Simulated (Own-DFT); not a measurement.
# Computed records: AlN (wurtzite, atoms displaced)

All values are calculated (Own-DFT development build). A calculation, not a measurement: plane-wave PBE density functional theory by an unreviewed code, no spin, of a simulated periodic cell, stress positive in tension, free energy of the whole cell less one offset for each atom, forces on such cells passed a denser k mesh, this cell's mesh not checked; offsets are fitted by least squares, one for each functional and potential file, so energies compare only between cells with the same atoms and settings and are not formation energies; the far tail of each file's local potential was reset to the Coulomb form; each entry is a single point on an unrelaxed cell, so the pressure reflects the starting lattice, mostly measured values (interpolated for alloys), from which strain is counted, and rises with the displacements; printed positions are rounded, which can move forces by about a meV/angstrom; the program, named Own-DFT, is a retired in-house code; no spin-orbit coupling.

Settings shared by all entries: functional PBE; potential files PseudoDojo norm-conserving, scalar-relativistic, standard set; wave cutoff 42 hartree; occupations Fermi-Dirac; smearing width 0.1 eV; hardware one NVIDIA H100; k mesh 2 x 2 x 2 centred on Gamma.

(1) AlN (wurtzite, atoms displaced)

```
cell vectors (Å)
  12.4480     0.0000     0.0000
  -6.2240    10.7803     0.0000
   0.0000     0.0000     9.9640
atoms (fractions of the cell vectors)
Al  0.07893  0.17117  0.96920
Al  0.17163  0.09370  0.25342
N   0.07793  0.16522  0.18484
N   0.18398  0.09467  0.45420
Al  0.05822  0.14588  0.50083
Al  0.18130  0.08562  0.75860
N   0.08814  0.16567  0.69504
N   0.17896  0.07279  0.95082
Al  0.09439  0.41834  0.00339
Al  0.16263  0.32819  0.22638
N   0.07718  0.40239  0.17376
N   0.14830  0.32174  0.42688
Al  0.08498  0.42471  0.52095
Al  0.16360  0.33310  0.75024
N   0.07910  0.41136  0.69120
N   0.17726  0.34856  0.93510
Al  0.07167  0.66096  0.01758
Al  0.16388  0.58612  0.27312
N   0.06811  0.64967  0.19466
N   0.16440  0.57672  0.44482
Al  0.07412  0.67521  0.48346
Al  0.16765  0.58200  0.74568
N   0.07115  0.67476  0.68676
N   0.17052  0.57997  0.94525
Al  0.08324  0.91446  0.00443
Al  0.16783  0.83129  0.26064
N   0.07214  0.91424  0.18351
N   0.17513  0.82878  0.42556
Al  0.08410  0.90459  0.49870
Al  0.16408  0.82787  0.75351
N   0.08364  0.91062  0.68087
N   0.15411  0.82351  0.93465
Al  0.31571  0.14501  0.98945
Al  0.40822  0.08042  0.23740
N   0.33465  0.16615  0.18608
N   0.40479  0.09102  0.43166
Al  0.33004  0.18853  0.52209
Al  0.40714  0.07619  0.74927
N   0.33497  0.17448  0.68802
N   0.42258  0.09070  0.94416
Al  0.32275  0.40790  0.01141
Al  0.39644  0.30836  0.23393
N   0.34548  0.41716  0.20340
N   0.41603  0.33296  0.43137
Al  0.32619  0.41938  0.50445
Al  0.41726  0.33141  0.73999
N   0.34149  0.42192  0.67583
N   0.42101  0.32455  0.93973
Al  0.33896  0.65916  0.00693
Al  0.43558  0.59596  0.23658
N   0.35071  0.66138  0.18188
N   0.43220  0.57887  0.42984
Al  0.35802  0.67541  0.48267
Al  0.41599  0.58512  0.74982
N   0.32580  0.66681  0.67492
N   0.41750  0.57766  0.93301
Al  0.32170  0.91147  0.99922
Al  0.40836  0.82872  0.26818
N   0.32049  0.90898  0.18477
N   0.42532  0.82894  0.43308
Al  0.32046  0.90393  0.50040
Al  0.42510  0.83192  0.74334
N   0.35243  0.93211  0.68333
N   0.41023  0.82462  0.92990
Al  0.57997  0.16397  0.99823
Al  0.65582  0.08895  0.24868
N   0.57380  0.16710  0.18288
N   0.66805  0.08074  0.43538
Al  0.56763  0.16647  0.50197
Al  0.66418  0.07943  0.73324
N   0.58592  0.17159  0.69538
N   0.66829  0.09251  0.91139
Al  0.57735  0.42621  0.01233
Al  0.66370  0.33069  0.23726
N   0.61032  0.43337  0.19649
N   0.67463  0.33354  0.46391
Al  0.56849  0.39235  0.52414
Al  0.68200  0.34399  0.76074
N   0.58869  0.42057  0.68931
N   0.65859  0.33765  0.94562
Al  0.57131  0.64960  0.02986
Al  0.66126  0.57925  0.25233
N   0.58110  0.67706  0.18401
N   0.67059  0.59099  0.42815
Al  0.58712  0.67814  0.49378
Al  0.65248  0.58303  0.74193
N   0.58135  0.66161  0.69607
N   0.65356  0.57654  0.93572
Al  0.59146  0.91593  0.99972
Al  0.66694  0.83548  0.25268
N   0.58371  0.91968  0.19481
N   0.67334  0.83995  0.47196
Al  0.57744  0.90786  0.50265
Al  0.67866  0.83133  0.74737
N   0.58455  0.91386  0.68936
N   0.65469  0.83029  0.92811
Al  0.83759  0.17241  0.00628
Al  0.94220  0.09978  0.23613
N   0.83021  0.16192  0.19207
N   0.93008  0.10010  0.44342
Al  0.82718  0.16155  0.49213
Al  0.91894  0.08341  0.73504
N   0.84327  0.15805  0.67359
N   0.93200  0.07453  0.94717
Al  0.83387  0.42274  0.99116
Al  0.92798  0.34158  0.24615
N   0.83390  0.42252  0.18941
N   0.90407  0.33274  0.43002
Al  0.83308  0.42207  0.48984
Al  0.92282  0.34552  0.74167
N   0.82834  0.40754  0.68022
N   0.90599  0.32520  0.93538
Al  0.82548  0.65478  0.01405
Al  0.92522  0.58843  0.24746
N   0.83544  0.65853  0.20628
N   0.91328  0.58109  0.44913
Al  0.83775  0.65866  0.51305
Al  0.91895  0.59590  0.74658
N   0.84514  0.66820  0.68576
N   0.91297  0.57989  0.94464
Al  0.81236  0.89551  0.99183
Al  0.90279  0.83220  0.23190
N   0.83258  0.91715  0.19914
N   0.93534  0.85920  0.44084
Al  0.83150  0.90730  0.49513
Al  0.90719  0.82467  0.74967
N   0.81737  0.92339  0.70286
N   0.91624  0.84380  0.95838
```

Results for AlN (wurtzite, atoms displaced): free energy of cell above offsets -18.085 eV; pressure 12.97 GPa; stress xx -15.26 GPa; stress yy -10.47 GPa; stress zz -13.19 GPa; stress yz -0.15 GPa; stress xz -0.79 GPa; stress xy -3.98 GPa; wall time 431.5 s.

Force:
```
element  x (eV/Å)  y (eV/Å)  z (eV/Å)
     Al     4.827     1.659     2.675
     Al    -0.268    -2.024     0.944
      N      9.44     4.173    -4.311
      N    -4.057    -3.142    -2.338
     Al     12.59     6.521     3.609
     Al    -2.773    -1.829    -1.441
      N     0.625    -0.012     1.017
      N    -10.45    -3.521    -5.034
     Al    -3.658     0.605    -2.946
     Al     0.814     1.001     4.187
      N     0.788      2.62     2.824
      N     1.095     1.924     1.695
     Al    -0.087    -3.365    -6.323
     Al     1.549     0.165    -1.616
      N     1.412     1.901     2.604
      N    -0.434    -3.402    -0.596
     Al     2.101    -0.007    -3.754
     Al     1.562    -2.041      -4.9
      N     5.951     4.261      0.88
      N    -0.158     2.773     1.621
     Al     2.569    -2.786     3.317
     Al    -1.211     1.019     1.102
      N      4.15    -0.902    -1.675
      N    -1.163     0.877    -0.683
     Al    -0.989    -0.997    -0.562
     Al    -2.811     0.553    -6.865
      N     2.192     0.387     2.777
      N    -2.176    -0.478     4.333
     Al     0.429     4.104    -0.257
     Al     0.163      1.35    -0.867
      N    -0.081     0.852     2.596
      N      0.64     0.288     1.958
     Al     10.15     8.765     4.109
     Al     0.638    -0.213     2.071
      N    -1.368    -5.635    -2.964
      N     1.368    -1.731     0.603
     Al      1.77    -1.758    -6.221
     Al     2.386      4.66     1.136
      N     1.388    -1.756     4.401
      N    -1.908    -3.558    -1.006
     Al     4.325     1.591    -1.205
     Al     2.264     7.456     4.289
      N    -2.456     0.402    -2.741
      N    -0.239     0.898     1.186
     Al     0.287    -1.404    -5.294
     Al     0.391     2.526      3.26
      N    -1.257    -0.651     4.039
      N    -3.056    -0.073      0.18
     Al    -1.569     1.453    -3.451
     Al    -2.583    -5.602     4.618
      N    -4.929     1.838     3.266
      N     -2.68     1.497    -0.073
     Al    -1.633    -4.557     2.196
     Al    -0.022    -0.026    -0.711
      N     1.898     0.008     0.129
      N     -0.25    -0.766     2.501
     Al     2.218    -0.402    -1.551
     Al     1.232     0.984    -8.024
      N      1.53     -0.08     1.113
      N    -2.488     1.253     3.532
     Al     3.029     4.263      0.62
     Al    -1.355     0.093     1.102
      N    -1.539    -5.331    -0.697
      N    -0.044      0.65     1.699
     Al     1.543     1.496    -1.958
     Al     2.649    -0.654     0.561
      N     0.502    -0.433     0.561
      N    -2.628    -1.172     0.599
     Al     2.116    -0.351     0.237
     Al     0.836     1.306    -0.645
      N    -1.507    -0.401     -0.69
      N     1.023    -1.182     5.148
     Al     1.984    -2.875    -1.043
     Al     1.745     0.738     2.003
      N    -3.722    -3.499     -2.36
      N    -3.884    -1.358    -3.093
     Al     0.932     1.861    -6.865
     Al    -2.417    -2.526    -0.616
      N    -0.467    -0.042     3.869
      N     1.362     0.425     0.348
     Al     0.429     0.457    -13.07
     Al     1.187     2.511     1.315
      N     4.709     2.218     7.107
      N       0.2     0.878     4.088
     Al      2.76    -3.397     1.631
     Al     3.857    -1.872     1.767
      N    -2.632     2.676    -2.469
      N     1.087     2.515     1.126
     Al    -3.413      1.47    -0.645
     Al    -0.199     2.299     0.736
      N     -0.79     -0.71    -0.351
      N    -1.599    -0.896    -4.099
     Al     1.222      4.05     0.598
     Al    -8.061    -4.093     1.248
      N     0.262    -0.877    -0.781
      N     1.986    -1.843     2.033
     Al    -0.407    -2.156    -1.508
     Al    -10.48    -6.022     4.107
      N     0.053     0.925    -0.105
      N    -10.04    -7.049    -5.479
     Al     0.581     1.704    -0.717
     Al     0.799     0.061     2.941
      N    -3.412     2.489     1.111
      N    -6.642    -2.531    -1.851
     Al    -0.217    -3.373     1.858
     Al    -2.886    -2.039     0.392
      N     1.221    -0.674    -0.388
      N     2.251     0.819     1.294
     Al     1.388    -2.144     1.192
     Al    -1.461    -3.998     1.392
      N     1.121     3.554     1.004
      N     1.496     2.695    -0.647
     Al    -0.616     0.872    -0.881
     Al    -5.493    -4.614     2.863
      N    -2.293     2.175    -2.172
      N     0.913     1.541    -2.508
     Al    -3.668      1.15    -4.424
     Al     1.948    -4.377     2.302
      N    -5.185     0.811     1.926
      N    -0.348     2.289    -1.389
     Al    -0.283     3.836     1.339
     Al      4.03        -1     2.292
      N    -3.049     0.996    -1.389
      N    -0.526    -3.841    -1.177
     Al     0.558     3.743     1.275
     Al     0.542      2.82     0.929
      N     9.038     1.312    -3.498
      N     1.913    -4.014    -2.456
```

(2) AlN (wurtzite, atoms displaced)

```
cell vectors (Å)
  12.4480     0.0000     0.0000
  -6.2240    10.7803     0.0000
   0.0000     0.0000     9.9640
atoms (fractions of the cell vectors)
Al  0.08471  0.16919  0.99166
Al  0.16351  0.07928  0.26467
N   0.08784  0.16609  0.18680
N   0.17727  0.09471  0.43111
Al  0.08662  0.18422  0.51869
Al  0.15981  0.08427  0.73029
N   0.08019  0.17480  0.68561
N   0.16615  0.07914  0.95221
Al  0.08024  0.42577  0.99346
Al  0.15170  0.33852  0.26317
N   0.08154  0.41543  0.18913
N   0.16395  0.33440  0.46260
Al  0.08028  0.41555  0.51391
Al  0.16541  0.33314  0.74900
N   0.09430  0.41737  0.69364
N   0.17144  0.32111  0.94475
Al  0.08547  0.67651  0.00404
Al  0.17151  0.58779  0.25371
N   0.06877  0.64884  0.17865
N   0.15912  0.57706  0.44728
Al  0.07896  0.66166  0.48920
Al  0.16628  0.57571  0.74385
N   0.08561  0.66836  0.70463
N   0.16081  0.57681  0.95150
Al  0.07733  0.91090  0.00244
Al  0.17770  0.83961  0.26225
N   0.05847  0.90725  0.19312
N   0.17597  0.83890  0.44207
Al  0.07754  0.90323  0.48829
Al  0.16984  0.82952  0.74523
N   0.07535  0.91035  0.69687
N   0.16924  0.84603  0.95358
Al  0.34395  0.18011  0.99948
Al  0.40364  0.06052  0.24565
N   0.34432  0.16428  0.19463
N   0.41478  0.08527  0.45294
Al  0.35100  0.18423  0.49446
Al  0.40287  0.09403  0.75149
N   0.33025  0.17190  0.68540
N   0.41360  0.08267  0.94450
Al  0.33117  0.41220  0.99865
Al  0.41581  0.33510  0.24930
N   0.34244  0.41842  0.17039
N   0.41057  0.33610  0.43628
Al  0.34213  0.42518  0.49902
Al  0.42927  0.33236  0.75323
N   0.32968  0.39612  0.68125
N   0.40685  0.31073  0.94177
Al  0.32777  0.68996  0.00923
Al  0.42038  0.58112  0.23444
N   0.32382  0.65385  0.19116
N   0.41232  0.57251  0.44194
Al  0.34680  0.68940  0.49567
Al  0.39957  0.56678  0.74168
N   0.36016  0.68016  0.69049
N   0.41437  0.57400  0.94922
Al  0.34016  0.93335  0.00083
Al  0.42592  0.84242  0.25875
N   0.33870  0.91356  0.19968
N   0.40788  0.83748  0.44110
Al  0.33427  0.92909  0.49249
Al  0.41016  0.83942  0.76254
N   0.34199  0.91819  0.67350
N   0.40955  0.81885  0.93863
Al  0.56924  0.16124  0.98925
Al  0.64655  0.07981  0.24636
N   0.57241  0.15892  0.19133
N   0.66114  0.07989  0.43622
Al  0.59358  0.17362  0.49622
Al  0.65544  0.06701  0.75554
N   0.58314  0.16916  0.68925
N   0.66152  0.08394  0.93150
Al  0.57596  0.42068  0.99732
Al  0.67055  0.33595  0.24765
N   0.59627  0.41170  0.17873
N   0.66478  0.33426  0.44270
Al  0.58035  0.41897  0.50492
Al  0.66248  0.33439  0.73971
N   0.58304  0.42238  0.67152
N   0.67334  0.32637  0.92829
Al  0.58384  0.67606  0.00407
Al  0.66378  0.57652  0.25244
N   0.59280  0.67640  0.22094
N   0.66866  0.57781  0.45380
Al  0.57283  0.65802  0.48749
Al  0.66903  0.59176  0.75482
N   0.55710  0.64285  0.68203
N   0.67813  0.59758  0.93252
Al  0.56232  0.90098  0.99496
Al  0.68113  0.85056  0.25818
N   0.57722  0.91985  0.19272
N   0.67837  0.84213  0.43152
Al  0.59592  0.92786  0.52483
Al  0.67129  0.84363  0.74874
N   0.57437  0.89863  0.68920
N   0.64538  0.82152  0.92978
Al  0.82342  0.16476  0.00363
Al  0.91822  0.08419  0.23964
N   0.81436  0.16670  0.19535
N   0.90848  0.09675  0.44208
Al  0.82824  0.16403  0.48783
Al  0.91687  0.07886  0.76897
N   0.82224  0.17167  0.71730
N   0.92471  0.08338  0.93115
Al  0.82886  0.41782  0.00947
Al  0.92183  0.35403  0.24005
N   0.82158  0.42142  0.19946
N   0.90801  0.32129  0.43085
Al  0.84263  0.42056  0.48711
Al  0.91740  0.32223  0.73233
N   0.82946  0.41737  0.67978
N   0.91704  0.33806  0.92400
Al  0.83903  0.67059  0.00733
Al  0.91503  0.59003  0.26943
N   0.83297  0.67716  0.20065
N   0.92946  0.58240  0.46099
Al  0.82594  0.66328  0.49210
Al  0.90455  0.56820  0.75889
N   0.83184  0.66553  0.69925
N   0.91436  0.58752  0.94253
Al  0.81972  0.90433  0.00805
Al  0.91422  0.83678  0.23181
N   0.82926  0.91607  0.19390
N   0.91079  0.82850  0.43989
Al  0.81801  0.90271  0.50787
Al  0.94400  0.83559  0.76366
N   0.83246  0.91529  0.69222
N   0.91316  0.81756  0.94915
```

It finds free energy of cell above offsets -23.850 eV; pressure 11.77 GPa; stress xx -9.35 GPa; stress yy -15.12 GPa; stress zz -10.85 GPa; stress yz 3.79 GPa; stress xz 0.04 GPa; stress xy -2.01 GPa; wall time 422 s.

Force:
```
element  x (eV/Å)  y (eV/Å)  z (eV/Å)
     Al      1.44    -2.646     2.416
     Al    -0.257     0.723    -5.804
      N    -1.434     0.666     0.861
      N    -0.614    -1.055     6.309
     Al     -0.36     -4.36    -5.767
     Al     0.762     0.257     2.082
      N    -0.075    -2.477     4.716
      N     0.125     0.261    -2.074
     Al      1.09    -4.673     1.173
     Al     3.582    -2.532    -0.124
      N    -1.177     1.716    -0.698
      N      0.29     3.239    -3.432
     Al    -0.068    -0.223    -2.591
     Al     2.915    -0.626     1.615
      N    -2.492    -0.542     0.132
      N    -2.389     3.877    -2.445
     Al    -0.379    -1.593    -2.414
     Al      -1.9    -1.867     0.135
      N     0.782     2.086     4.363
      N     1.227     1.206    -0.709
     Al      4.67     3.413     3.622
     Al      0.02     3.298     1.454
      N     0.079     -1.66    -1.469
      N     0.311     5.285    -2.396
     Al    -0.765     2.653     1.237
     Al    -2.563    -1.773    -2.949
      N     8.851     4.093    -0.694
      N     -1.65    -2.089     0.041
     Al    -1.742     2.492      1.08
     Al     0.048     1.482      0.65
      N     7.607     4.938    -4.696
      N     2.819    -1.642    -1.501
     Al    -1.852    -12.47     5.597
     Al      0.02      8.32     2.762
      N     -1.92    -0.298    -0.379
      N     1.254     1.735    -2.574
     Al    -1.821     -3.06     0.281
     Al     4.186    -2.144    -1.049
      N    -0.834    -0.008    -0.311
      N    -1.464     1.186    -2.437
     Al    -0.071     -0.28    -2.232
     Al      0.89    -1.074    -0.747
      N    -0.438    -0.452     5.077
      N     1.883     2.011     -0.93
     Al    -1.536    -3.751     1.228
     Al    -2.437     0.435    -0.848
      N    -0.999     1.653      2.08
      N     0.739     13.07    -4.644
     Al     0.273    -11.46     2.597
     Al    -0.662    -0.304     1.141
      N     1.442     3.429     0.301
      N    -2.039     4.211    -3.014
     Al     0.319    -5.425     2.059
     Al      1.93     0.141      1.86
      N    -4.536    -0.969    -0.583
      N    -0.372     1.734    -0.911
     Al    -1.007    -4.116     1.086
     Al    -0.255    -2.926     0.587
      N     -1.11    -3.866    -3.008
      N     1.746     2.809      -0.9
     Al     1.825    -1.149     1.596
     Al     1.485    -1.795    -3.547
      N    -2.368     0.611     3.789
      N    -2.181     8.337     -1.87
     Al     3.725     2.287     1.383
     Al     2.987     0.656      0.77
      N    -1.368     1.298    -1.312
      N    -0.082    -0.152     0.896
     Al    -1.691    -1.237     1.123
     Al    -0.756      2.83      -1.8
      N    -0.941    -1.519     0.177
      N    -0.764    -2.653     2.882
     Al     2.045     0.014    -0.916
     Al     -2.13        -4     1.988
      N    -3.985     1.913     0.783
      N     0.394     1.162    -1.239
     Al     0.524    -1.182     -4.36
     Al     1.587     0.057    -0.034
      N     0.697    -0.862         7
      N    -2.608     0.929     1.155
     Al     0.251    -4.088     0.188
     Al     0.521     0.575     0.449
      N    -0.469    -0.358    -2.881
      N    -1.955     0.194    -3.226
     Al     1.579     1.247     1.527
     Al    -1.041    -0.163    -2.914
      N     3.251     2.842    -0.238
      N    -1.645    -1.707     3.456
     Al     3.013     3.546     1.571
     Al    -3.372    -1.973    -1.098
      N     2.032    -1.312    -1.877
      N    -4.446     -2.12     3.079
     Al    -0.735     -0.73    -6.661
     Al     1.124    -3.991    -0.182
      N    -1.573     2.497     3.877
      N     1.588     3.329       1.6
     Al     0.529     1.011    -1.109
     Al    -0.831     1.782     1.851
      N     2.168     0.634    -1.499
      N     5.918    -3.601    -1.278
     Al    -3.201     0.771     1.881
     Al    -1.537     0.427    -7.859
      N     1.685    -5.972    -3.324
      N    -1.977    -1.533     7.689
     Al     0.593     0.318    -2.171
     Al    -0.234    -3.424     1.072
      N     3.792     2.204    -0.881
      N     0.565     3.569      0.75
     Al    -1.688    -2.736     2.229
     Al    -1.895     5.217     2.318
      N     1.513     -1.07    -0.303
      N     0.097     -0.17      2.76
     Al    -0.661    -4.024     0.727
     Al    -0.048     0.049    -2.196
      N     0.548    -3.525    -0.511
      N    -5.901    -0.185    -3.832
     Al     2.084     1.172     3.209
     Al     0.233     2.187    -1.091
      N      1.04      0.75    -1.276
      N     1.069    -0.955      1.17
     Al     0.778     1.171    -2.284
     Al    -4.452    -2.129     4.691
      N     0.904     1.614    -2.166
      N     0.155     0.465    -0.541
     Al     4.364     3.389     0.403
     Al    -9.619    -6.306     1.826
      N     0.667     0.347     1.259
      N    -1.259     5.158    -0.861
```
